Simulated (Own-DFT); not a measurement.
# Computed records: GaP (zincblende, atoms displaced), SiC (2H silicon carbide, atoms displaced)

A calculation, not a measurement: plane-wave PBE density functional theory by an unreviewed code, no spin, of a simulated periodic cell, stress positive in tension, free energy of the whole cell less one offset for each atom, forces on such cells passed a denser k mesh, this cell's mesh not checked; offsets are fitted by least squares, one for each functional and potential file, so energies compare only between cells with the same atoms and settings and are not formation energies; the far tail of each file's local potential was reset to the Coulomb form; each entry is a single point on an unrelaxed cell, so the pressure reflects the starting lattice, mostly measured values (interpolated for alloys), from which strain is counted, and rises with the displacements; printed positions are rounded, which can move forces by about a meV/angstrom; the program, named Own-DFT, is a retired in-house code; no spin-orbit coupling. Program: Own-DFT development build.

Settings shared by all entries: functional PBE; potential files PseudoDojo norm-conserving, scalar-relativistic, standard set; wave cutoff 42 hartree; occupations Fermi-Dirac; smearing width 0.1 eV; hardware one NVIDIA H100.

```yaml
- entry: 1
  formula: GaP
  kind: "zincblende, atoms displaced"
  structure:
    cell_angstrom: [[10.901, 0.0, 0.0], [0.0, 10.901, 0.0], [0.0, 0.0, 10.901]]
    atoms_fractional:
      - [Ga, 0.01663, 0.01564, 0.00862]
      - [Ga, 0.0184, 0.24575, 0.23725]
      - [Ga, 0.25497, 0.99974, 0.25147]
      - [Ga, 0.23967, 0.2371, 0.00448]
      - [P, 0.13526, 0.14023, 0.11367]
      - [P, 0.11337, 0.37474, 0.3765]
      - [P, 0.3646, 0.13328, 0.3693]
      - [P, 0.37708, 0.37143, 0.13094]
      - [Ga, 0.00204, 0.00862, 0.50133]
      - [Ga, 0.99504, 0.26279, 0.7618]
      - [Ga, 0.26159, 0.00527, 0.74223]
      - [Ga, 0.25639, 0.2547, 0.49392]
      - [P, 0.12077, 0.1333, 0.62707]
      - [P, 0.11953, 0.37924, 0.8662]
      - [P, 0.37164, 0.13295, 0.87493]
      - [P, 0.37912, 0.3677, 0.62349]
      - [Ga, 0.01123, 0.5225, 0.98635]
      - [Ga, 0.98089, 0.76372, 0.26499]
      - [Ga, 0.2404, 0.4941, 0.2429]
      - [Ga, 0.23385, 0.74321, 0.00926]
      - [P, 0.13463, 0.62773, 0.12298]
      - [P, 0.1378, 0.87449, 0.36837]
      - [P, 0.38728, 0.62716, 0.37117]
      - [P, 0.38162, 0.88397, 0.12949]
      - [Ga, 0.99793, 0.52616, 0.49805]
      - [Ga, 0.98071, 0.76579, 0.73931]
      - [Ga, 0.2384, 0.50205, 0.74788]
      - [Ga, 0.24394, 0.73817, 0.48871]
      - [P, 0.12332, 0.6096, 0.62583]
      - [P, 0.12388, 0.88106, 0.86492]
      - [P, 0.39004, 0.62007, 0.87802]
      - [P, 0.38211, 0.88795, 0.63883]
      - [Ga, 0.50812, 0.00861, 0.99814]
      - [Ga, 0.50554, 0.24647, 0.24782]
      - [Ga, 0.74301, 0.98537, 0.23403]
      - [Ga, 0.73859, 0.24491, 0.98465]
      - [P, 0.63362, 0.1278, 0.11954]
      - [P, 0.62564, 0.35699, 0.37644]
      - [P, 0.87573, 0.09438, 0.36046]
      - [P, 0.86727, 0.37775, 0.1398]
      - [Ga, 0.50887, 0.01303, 0.50146]
      - [Ga, 0.49869, 0.24876, 0.75716]
      - [Ga, 0.74409, 0.01041, 0.75491]
      - [Ga, 0.73824, 0.25311, 0.49265]
      - [P, 0.63388, 0.14345, 0.62499]
      - [P, 0.61424, 0.36698, 0.87571]
      - [P, 0.87532, 0.12009, 0.8816]
      - [P, 0.87698, 0.35736, 0.61125]
      - [Ga, 0.50889, 0.51001, 0.01031]
      - [Ga, 0.49565, 0.73176, 0.26104]
      - [Ga, 0.77121, 0.50322, 0.26016]
      - [Ga, 0.75512, 0.75155, 0.99961]
      - [P, 0.6096, 0.60904, 0.12902]
      - [P, 0.61219, 0.87719, 0.38796]
      - [P, 0.86088, 0.62674, 0.36963]
      - [P, 0.86909, 0.86557, 0.12141]
      - [Ga, 0.48646, 0.49246, 0.50323]
      - [Ga, 0.49966, 0.73946, 0.74734]
      - [Ga, 0.73707, 0.49123, 0.74656]
      - [Ga, 0.75414, 0.75234, 0.49028]
      - [P, 0.62325, 0.62151, 0.6181]
      - [P, 0.6128, 0.87754, 0.87797]
      - [P, 0.86109, 0.6137, 0.88138]
      - [P, 0.8738, 0.86248, 0.61809]
  settings:
    k_mesh: "3 x 3 x 3 centred on Gamma"
  results:
    "free_energy_of_cell_above_offsets [eV]": "-23.101"
    "pressure [GPa]": 5.63
    "stress_xx [GPa]": -5.27
    "stress_yy [GPa]": -5.3
    "stress_zz [GPa]": -6.31
    "stress_yz [GPa]": -0.02
    "stress_xz [GPa]": -0.65
    "stress_xy [GPa]": -0.91
    force_element: [Ga, Ga, Ga, Ga, P, P, P, P, Ga, Ga, Ga, Ga, P, P, P, P, Ga, Ga, Ga, Ga, P, P, P, P, Ga, Ga, Ga, Ga, P, P, P, P, Ga, Ga, Ga, Ga, P, P, P, P, Ga, Ga, Ga, Ga, P, P, P, P, Ga, Ga, Ga, Ga, P, P, P, P, Ga, Ga, Ga, Ga, P, P, P, P]
    "force_x [eV/angstrom]": [-1.482, -2.757, 0.202, 4.372, -2.135, 0.658, 1.667, -0.356, 0.33, -0.924, -1.837, -1.446, 0.647, 0.986, 0.043, -1.239, -0.412, 1.646, 0.964, 3.152, -3.039, -1.9, -3.91, -0.154, -1.295, 2.53, 2.767, 1.034, -0.12, -0.052, -2.459, 0.771, -1.271, -0.487, -0.61, 1.435, -0.774, -1.191, -0.042, 1.793, -1.389, -0.403, 0.004, 3.058, -1.137, 0.365, 0.587, -0.104, -2.85, 2.155, -4.144, -2.031, 4.592, 1.128, 2.561, 1.547, 1.607, 0.214, 0.76, -1.778, 0.201, 1.565, 0.154, -1.766]
    "force_y [eV/angstrom]": [-2.067, 0.782, 0.329, 4.957, -4.385, 0.748, -0.834, 0.066, -1.103, -1.694, 0.949, 0.298, 0.102, 0.198, -0.856, 0.332, -1.569, -0.338, -0.362, 2.927, -1.044, 0.054, -3.139, -1.182, -2.967, -2.924, -1.043, 0.412, 3.506, -0.339, 0.137, -1.997, 0.05, -0.333, 0.063, 0.77, -0.344, 3.457, 2.26, -1.321, 0.506, -0.102, -1.192, -1.652, -1.73, 1.733, 0.559, 2.222, -3.799, 3.659, -2.455, -0.861, 3.358, -0.824, 2.043, 1.301, 0.209, 1.012, -0.577, 0.152, 0.037, -0.759, 1.074, 3.529]
    "force_z [eV/angstrom]": [-1.275, 1.5, -0.909, -4.077, 4.356, 0.129, 0.23, -1.096, 0.073, -1.398, 0.989, 0.695, 0.194, 2.069, 0.395, 1.072, 1.279, -0.806, 1.007, -2.67, 2.253, 0.856, 2.339, -0.541, -0.764, 3.115, 0.738, 1.219, -0.037, 0.753, -0.112, -2.439, 0.461, -0.329, 1.239, 1.178, 0.612, -1.292, -0.026, -2.678, 0.849, -1.046, -0.424, 0.099, 1.0, 0.403, -0.258, 0.526, -2.764, -2.673, -1.854, -0.505, 3.156, -1.998, 2.174, -0.225, -0.748, -0.124, -0.442, 0.9, -0.207, -0.756, -1.736, -1.653]
    "wall_time [s]": 581.0
- entry: 2
  formula: SiC
  kind: "2H silicon carbide, atoms displaced"
  structure:
    cell_angstrom: [[6.1654, 0.0, 0.0], [-3.0827, 5.3394, 0.0], [0.0, 0.0, 10.0681]]
    atoms_fractional:
      - [Si, 0.98509, 0.99743, 0.99485]
      - [Si, 0.17285, 0.34693, 0.23932]
      - [C, 0.99903, 0.01435, 0.19997]
      - [C, 0.17998, 0.34884, 0.43867]
      - [Si, 0.00355, 0.01817, 0.5066]
      - [Si, 0.17697, 0.34266, 0.76366]
      - [C, 0.9887, 0.99773, 0.68013]
      - [C, 0.14981, 0.32785, 0.92998]
      - [Si, 0.98609, 0.4821, 0.99134]
      - [Si, 0.18442, 0.85412, 0.23973]
      - [C, 0.00964, 0.46678, 0.1725]
      - [C, 0.13269, 0.79794, 0.44191]
      - [Si, 0.99401, 0.52875, 0.5101]
      - [Si, 0.15564, 0.81092, 0.77057]
      - [C, 0.03361, 0.52403, 0.70545]
      - [C, 0.17931, 0.85465, 0.9474]
      - [Si, 0.4777, 0.96462, 0.99633]
      - [Si, 0.67808, 0.3314, 0.25136]
      - [C, 0.51794, 0.00124, 0.19397]
      - [C, 0.67275, 0.32854, 0.44108]
      - [Si, 0.51222, 0.99459, 0.50423]
      - [Si, 0.64079, 0.32777, 0.74664]
      - [C, 0.50897, 0.00779, 0.67202]
      - [C, 0.65538, 0.31069, 0.94539]
      - [Si, 0.47151, 0.47732, 0.01658]
      - [Si, 0.6851, 0.85107, 0.26463]
      - [C, 0.4732, 0.48799, 0.18579]
      - [C, 0.67035, 0.82768, 0.42027]
      - [Si, 0.48929, 0.53219, 0.51356]
      - [Si, 0.69298, 0.83408, 0.74932]
      - [C, 0.49589, 0.51019, 0.68131]
      - [C, 0.67052, 0.83506, 0.93931]
  settings:
    k_mesh: "5 x 5 x 3 centred on Gamma"
  results:
    "free_energy_of_cell_above_offsets [eV]": "6.365"
    "pressure [GPa]": 13.08
    "stress_xx [GPa]": -8.94
    "stress_yy [GPa]": -9.27
    "stress_zz [GPa]": -21.02
    "stress_yz [GPa]": 3.26
    "stress_xz [GPa]": -0.36
    "stress_xy [GPa]": -1.83
    force_element: [Si, Si, C, C, Si, Si, C, C, Si, Si, C, C, Si, Si, C, C, Si, Si, C, C, Si, Si, C, C, Si, Si, C, C, Si, Si, C, C]
    "force_x [eV/angstrom]": [1.017, 0.925, 2.01, -1.744, 1.387, -0.506, 3.093, 1.895, -0.862, -0.589, -6.067, 1.135, 1.972, 0.226, -2.641, -3.603, 3.772, -0.507, -1.399, -1.25, -2.211, 2.688, 0.027, -2.332, 2.153, -1.034, 5.187, -0.401, 1.975, -4.375, 0.834, -0.777]
    "force_y [eV/angstrom]": [0.941, -2.792, -1.48, -0.268, -0.66, -0.979, 1.479, -0.374, 0.943, -2.589, 4.603, 9.896, -7.997, 5.6, -4.529, -3.602, 4.426, 0.737, -0.284, 0.442, 0.279, -0.102, -0.821, 0.524, 0.802, -1.657, 2.561, 0.69, -2.728, 0.082, -0.257, -2.888]
    "force_z [eV/angstrom]": [2.899, 5.688, -3.118, 0.259, -3.94, -5.761, 3.643, 4.083, 1.209, 2.494, -0.297, -3.737, 1.941, -3.228, -2.462, -0.785, 2.845, 0.116, -1.531, 0.327, -4.887, 0.68, 6.509, -1.676, -4.5, -9.023, 2.287, 11.47, -5.945, 0.673, 4.828, -1.066]
    "wall_time [s]": 117.8
- entry: 3
  formula: SiC
  kind: "2H silicon carbide, atoms displaced"
  structure:
    cell_angstrom: [[6.1654, 0.0, 0.0], [-3.0827, 5.3394, 0.0], [0.0, 0.0, 10.0681]]
    atoms_fractional:
      - [Si, 0.98673, 0.99908, 0.00505]
      - [Si, 0.17095, 0.3491, 0.25005]
      - [C, 0.99326, 0.02497, 0.19053]
      - [C, 0.18769, 0.33717, 0.42442]
      - [Si, 0.98976, 0.01118, 0.49955]
      - [Si, 0.16315, 0.33174, 0.74058]
      - [C, 0.02779, 0.03294, 0.68672]
      - [C, 0.18335, 0.3551, 0.94715]
      - [Si, 0.99504, 0.50787, 0.00616]
      - [Si, 0.12029, 0.82929, 0.23184]
      - [C, 0.01594, 0.49728, 0.18538]
      - [C, 0.18584, 0.84481, 0.41875]
      - [Si, 0.03715, 0.55225, 0.51872]
      - [Si, 0.19829, 0.83597, 0.74124]
      - [C, 0.98811, 0.51412, 0.68845]
      - [C, 0.15092, 0.80751, 0.95189]
      - [Si, 0.50377, 0.98532, 0.99235]
      - [Si, 0.70005, 0.36094, 0.25444]
      - [C, 0.52435, 0.00912, 0.19211]
      - [C, 0.66516, 0.31874, 0.4368]
      - [Si, 0.51292, 0.01279, 0.49955]
      - [Si, 0.65871, 0.33109, 0.7424]
      - [C, 0.50209, 0.9964, 0.68667]
      - [C, 0.66509, 0.32547, 0.93097]
      - [Si, 0.52655, 0.50938, 0.9951]
      - [Si, 0.69989, 0.86347, 0.24023]
      - [C, 0.47877, 0.49125, 0.17823]
      - [C, 0.66381, 0.80771, 0.44106]
      - [Si, 0.50526, 0.48852, 0.48188]
      - [Si, 0.66022, 0.81271, 0.74236]
      - [C, 0.48492, 0.47578, 0.68546]
      - [C, 0.67288, 0.83221, 0.93717]
  settings:
    k_mesh: "5 x 5 x 3 centred on Gamma"
  results:
    "free_energy_of_cell_above_offsets [eV]": "3.911"
    "pressure [GPa]": 9.33
    "stress_xx [GPa]": -8.22
    "stress_yy [GPa]": -11.8
    "stress_zz [GPa]": -7.96
    "stress_yz [GPa]": 2.43
    "stress_xz [GPa]": 1.15
    "stress_xy [GPa]": -1.97
    force_element: [Si, Si, C, C, Si, Si, C, C, Si, Si, C, C, Si, Si, C, C, Si, Si, C, C, Si, Si, C, C, Si, Si, C, C, Si, Si, C, C]
    "force_x [eV/angstrom]": [2.262, 1.689, 3.651, -2.737, 2.642, -0.832, -0.69, -0.673, 1.687, 6.44, -3.736, -1.745, -0.392, -5.488, 2.049, 0.117, -1.785, -2.562, -2.761, 1.996, 0.056, 0.515, 2.686, 0.613, -2.458, -6.229, 4.437, -0.406, -0.01, 1.459, 0.034, 0.171]
    "force_y [eV/angstrom]": [2.408, -0.069, 0.731, -0.243, -0.272, 3.084, -6.121, -1.811, -4.651, 1.07, 2.153, 0.392, -2.828, 0.04, -0.592, 5.513, 1.34, -3.402, 1.002, 3.413, -3.109, -0.16, 0.72, -0.194, -2.045, -5.424, 2.434, 4.007, -0.948, 1.506, 2.321, -0.264]
    "force_z [eV/angstrom]": [-1.871, -0.361, -2.514, 3.252, -1.013, 4.06, -1.112, -2.058, -1.336, 2.364, 0.039, 2.836, -6.433, 3.457, 1.431, -2.789, 2.725, -1.333, -1.834, 0.436, -1.916, 1.809, -0.979, 0.004, 0.671, 3.197, 1.097, -1.119, 2.458, 0.642, -1.79, -2.02]
    "wall_time [s]": 121.4
- entry: 4
  formula: SiC
  kind: "2H silicon carbide, atoms displaced"
  structure:
    cell_angstrom: [[9.2481, 0.0, 0.0], [-4.6241, 8.0091, 0.0], [0.0, 0.0, 10.0681]]
    atoms_fractional:
      - [Si, 0.98692, 0.99549, 0.9928]
      - [Si, 0.09844, 0.21574, 0.24996]
      - [C, 0.00307, 0.99557, 0.18742]
      - [C, 0.10427, 0.22835, 0.43342]
      - [Si, 0.99846, 0.99517, 0.50923]
      - [Si, 0.11471, 0.23112, 0.75349]
      - [C, 0.00405, 0.0007, 0.68785]
      - [C, 0.10866, 0.21548, 0.94477]
      - [Si, 0.00463, 0.32789, 0.9941]
      - [Si, 0.1155, 0.55044, 0.2543]
      - [C, 0.99997, 0.33734, 0.18377]
      - [C, 0.11815, 0.55608, 0.43489]
      - [Si, 0.99201, 0.31899, 0.49694]
      - [Si, 0.10771, 0.54783, 0.75866]
      - [C, 0.9983, 0.33865, 0.67934]
      - [C, 0.12397, 0.56517, 0.93897]
      - [Si, 0.01393, 0.6711, 0.98691]
      - [Si, 0.10555, 0.90108, 0.24552]
      - [C, 0.0054, 0.67041, 0.17973]
      - [C, 0.11996, 0.8912, 0.43056]
      - [Si, 0.99615, 0.68063, 0.5043]
      - [Si, 0.11085, 0.88104, 0.74559]
      - [C, 0.99678, 0.65467, 0.69561]
      - [C, 0.11846, 0.8929, 0.93612]
      - [Si, 0.33658, 0.00516, 0.98131]
      - [Si, 0.44266, 0.22883, 0.24958]
      - [C, 0.32962, 0.00561, 0.18752]
      - [C, 0.4403, 0.21207, 0.43617]
      - [Si, 0.33612, 0.00809, 0.49812]
      - [Si, 0.44819, 0.2281, 0.75491]
      - [C, 0.31719, 0.9901, 0.6857]
      - [C, 0.43726, 0.20239, 0.93238]
      - [Si, 0.32644, 0.32615, 0.00347]
      - [Si, 0.45102, 0.56244, 0.25265]
      - [C, 0.34277, 0.34252, 0.18326]
      - [C, 0.44296, 0.55373, 0.42877]
      - [Si, 0.33722, 0.32592, 0.50653]
      - [Si, 0.44524, 0.56634, 0.75315]
      - [C, 0.34036, 0.33795, 0.68372]
      - [C, 0.43947, 0.55943, 0.94839]
      - [Si, 0.34498, 0.67175, 0.99618]
      - [Si, 0.439, 0.87522, 0.25113]
      - [C, 0.32409, 0.65091, 0.18208]
      - [C, 0.45176, 0.90683, 0.44695]
      - [Si, 0.34183, 0.66787, 0.49846]
      - [Si, 0.44189, 0.88839, 0.75467]
      - [C, 0.32687, 0.67341, 0.68869]
      - [C, 0.44935, 0.88242, 0.94108]
      - [Si, 0.6679, 0.00541, 0.99938]
      - [Si, 0.77724, 0.23386, 0.26666]
      - [C, 0.6622, 0.99287, 0.18588]
      - [C, 0.77577, 0.22099, 0.42216]
      - [Si, 0.66543, 0.00316, 0.50226]
      - [Si, 0.79974, 0.22648, 0.74419]
      - [C, 0.65136, 0.99737, 0.68421]
      - [C, 0.77595, 0.21645, 0.93387]
      - [Si, 0.66442, 0.33968, 0.00215]
      - [Si, 0.76553, 0.53825, 0.2591]
      - [C, 0.67708, 0.33799, 0.17748]
      - [C, 0.77517, 0.56578, 0.43957]
      - [Si, 0.65411, 0.32567, 0.49538]
      - [Si, 0.78109, 0.56296, 0.74894]
      - [C, 0.67258, 0.33848, 0.68291]
      - [C, 0.77458, 0.5624, 0.94]
      - [Si, 0.64917, 0.66212, 0.00403]
      - [Si, 0.7783, 0.88573, 0.23398]
      - [C, 0.65361, 0.6719, 0.1882]
      - [C, 0.77514, 0.89807, 0.44305]
      - [Si, 0.66394, 0.66277, 0.50453]
      - [Si, 0.77561, 0.88709, 0.75557]
      - [C, 0.66136, 0.65835, 0.68955]
      - [C, 0.78359, 0.90112, 0.93712]
  settings:
    k_mesh: "4 x 4 x 3 centred on Gamma"
  results:
    "free_energy_of_cell_above_offsets [eV]": "-0.223"
    "pressure [GPa]": 7.11
    "stress_xx [GPa]": -6.27
    "stress_yy [GPa]": -4.49
    "stress_zz [GPa]": -10.57
    "stress_yz [GPa]": 0.6
    "stress_xz [GPa]": -0.04
    "stress_xy [GPa]": -0.67
    force_element: [Si, Si, C, C, Si, Si, C, C, Si, Si, C, C, Si, Si, C, C, Si, Si, C, C, Si, Si, C, C, Si, Si, C, C, Si, Si, C, C, Si, Si, C, C, Si, Si, C, C, Si, Si, C, C, Si, Si, C, C, Si, Si, C, C, Si, Si, C, C, Si, Si, C, C, Si, Si, C, C, Si, Si, C, C, Si, Si, C, C]
    "force_x [eV/angstrom]": [4.265, 0.963, -4.256, 3.355, -0.59, 0.928, -0.879, 0.311, -2.483, -1.992, -0.128, -1.361, -1.023, 0.39, 3.138, 0.385, -2.664, 5.03, -0.669, -2.113, 2.826, -1.556, -0.583, -1.723, 0.63, 0.997, 1.126, -0.881, -0.169, 0.685, 2.524, -0.357, 1.201, -2.211, -1.064, 1.038, -2.219, -0.238, -1.06, 1.497, -2.975, -1.168, 0.821, 0.401, -1.893, -1.055, 1.562, -1.027, 0.007, 1.439, -0.273, -0.574, 0.153, -5.708, 2.998, 0.252, 1.357, 0.929, -1.862, 1.142, 1.933, -0.433, 0.054, 0.287, 3.22, -0.834, 3.38, 1.712, -1.903, -0.415, -0.341, -2.26]
    "force_y [eV/angstrom]": [0.073, 1.378, 2.135, -2.351, 0.891, -1.38, 0.043, 0.89, 1.471, 1.165, -1.538, -0.224, 3.765, 1.585, -0.275, -2.564, -0.001, -3.85, -0.496, 0.684, -2.262, 0.224, 1.797, -0.49, -4.943, -1.659, -0.196, 2.981, -3.107, -1.148, 2.486, 7.206, 0.47, -1.438, -1.051, -0.461, 1.278, -1.079, 0.339, -2.975, -0.373, 1.808, 2.02, -3.126, 0.675, 0.379, -1.53, 1.985, -0.339, -1.689, 1.435, 0.241, -0.106, -2.16, 1.187, 2.344, -0.725, 4.444, -1.34, -2.188, 1.736, -2.158, -0.91, -0.328, 1.568, 1.386, -1.155, -1.79, 1.948, 0.433, 1.877, -2.924]
    "force_z [eV/angstrom]": [1.91, -0.74, -2.242, 1.174, -3.031, -1.098, 1.774, -2.009, 2.039, -1.604, 0.494, 1.877, -0.922, -1.974, 0.859, -0.736, 3.232, 0.265, 1.387, 1.552, -1.004, 1.47, -1.367, -1.371, 4.974, -1.388, -0.834, -0.554, 1.051, -2.386, 0.028, 0.195, -0.4, -1.532, 1.559, 3.361, -2.94, -0.18, 2.733, -3.398, 2.387, -0.299, 0.996, -2.029, 0.218, -0.866, 0.022, -1.278, 0.907, -11.75, 0.228, 10.71, -0.818, 1.418, 1.148, -0.33, -2.625, -2.861, 3.502, 0.254, 1.194, 1.01, 0.632, -0.755, 0.031, 3.238, -0.576, -0.883, -1.132, -2.158, 0.335, -0.094]
    "wall_time [s]": 349.7
```
